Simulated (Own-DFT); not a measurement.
# What a change of functional does to the pressure

All numbers below are calculated, not measured. The program, named Own-DFT, is a retired in-house plane-wave density functional code that no person has reviewed. Each row is one single-point run on a periodic cell that was not relaxed, without spin or spin-orbit coupling.

Known limits, some of them of some rows only: not probed for a lower state with spin; hafnium file: forces about 75 meV/angstrom off all-electron values; oxygen file: force components 24 meV/angstrom off all-electron in a glass; forces on such cells failed a check on a denser k mesh; forces on such cells passed a denser k mesh, each cell not checked; stress not checked against mesh or cutoff.

Each cell was run twice at the same cutoff, k mesh and smearing, with PBE and with PBEsol, on PseudoDojo norm-conserving files made for PBE. Atoms were moved at random from their sites; u is the rms move along one axis. Files made for PBEsol would give a somewhat different change.

| cell | atoms | volume (Å³/atom) | u (Å) | cutoff (hartree) | P with PBE (GPa) | P with PBEsol (GPa) | change (GPa) |
|---|---|---|---|---|---|---|---|
| D0_22 TiAl3 with one Ti vacancy (Al30Ti9) | 39 | 16.04 | 0.090 | 42 | 4.13 | 2.34 | -1.79 |
| D0_22 TiAl3 with one Ti vacancy (Al30Ti9) | 39 | 16.04 | 0.031 | 42 | 1.85 | 0.06 | -1.79 |
| D0_22 TiAl3 with one Ti vacancy (Al30Ti9) | 39 | 16.04 | 0.032 | 42 | 1.95 | ? | ? |
| monoclinic HfO2 with one O vacancy (Hf32O63) | 95 | 11.65 | 0.053 | 72 | 5.50 | -0.88 | -6.39 |
| monoclinic HfO2 with one O vacancy (Hf32O63) | 95 | 11.65 | 0.075 | 72 | 8.26 | 1.86 | -6.41 |
| monoclinic HfO2 with one O vacancy (Hf32O63) | 95 | 11.65 | 0.031 | 72 | 4.11 | -2.28 | -6.38 |
| wurtzite AlGaN with randomly placed atoms (Al27Ga9N36) | 72 | 10.68 | 0.081 | 42 | 9.76 | 6.60 | -3.15 |
| wurtzite AlGaN with randomly placed atoms (Al27Ga9N36) | 72 | 10.90 | 0.051 | 42 | 2.50 | -0.55 | -3.05 |
| wurtzite AlGaN with randomly placed atoms (Al27Ga9N36) | 72 | 10.68 | 0.085 | 42 | 9.78 | 6.65 | -3.14 |
| zincblende InGaAs with randomly placed atoms (As32Ga24In8) | 64 | 23.22 | 0.050 | 42 | 7.06 | 3.89 | -3.17 |
| zincblende InGaAs with randomly placed atoms (As32Ga24In8) | 64 | 23.38 | 0.050 | 42 | 6.45 | 3.32 | -3.12 |
| zincblende InGaAs with randomly placed atoms (As32Ga24In8) | 64 | 22.99 | 0.045 | 42 | 7.76 | 4.54 | -3.22 |

## Worked reading

Mean change of pressure by composition, in GPa: Hf32O63, -6.39; As4Ga3In, -3.17; Al3GaN4, -3.11; Al10Ti3, -1.79. At a fixed cell PBEsol gives the lower pressure, because it favours a smaller volume than PBE. Here the change varies more between materials than between cells of one material.

## Withheld value

Question: what PBEsol pressure should the Al30Ti9 cell with the blank give?

Adding the mean change of the cells with its composition, -1.79 GPa, to 1.95 gives 0.2 GPa. The calculation gave 0.16 GPa.
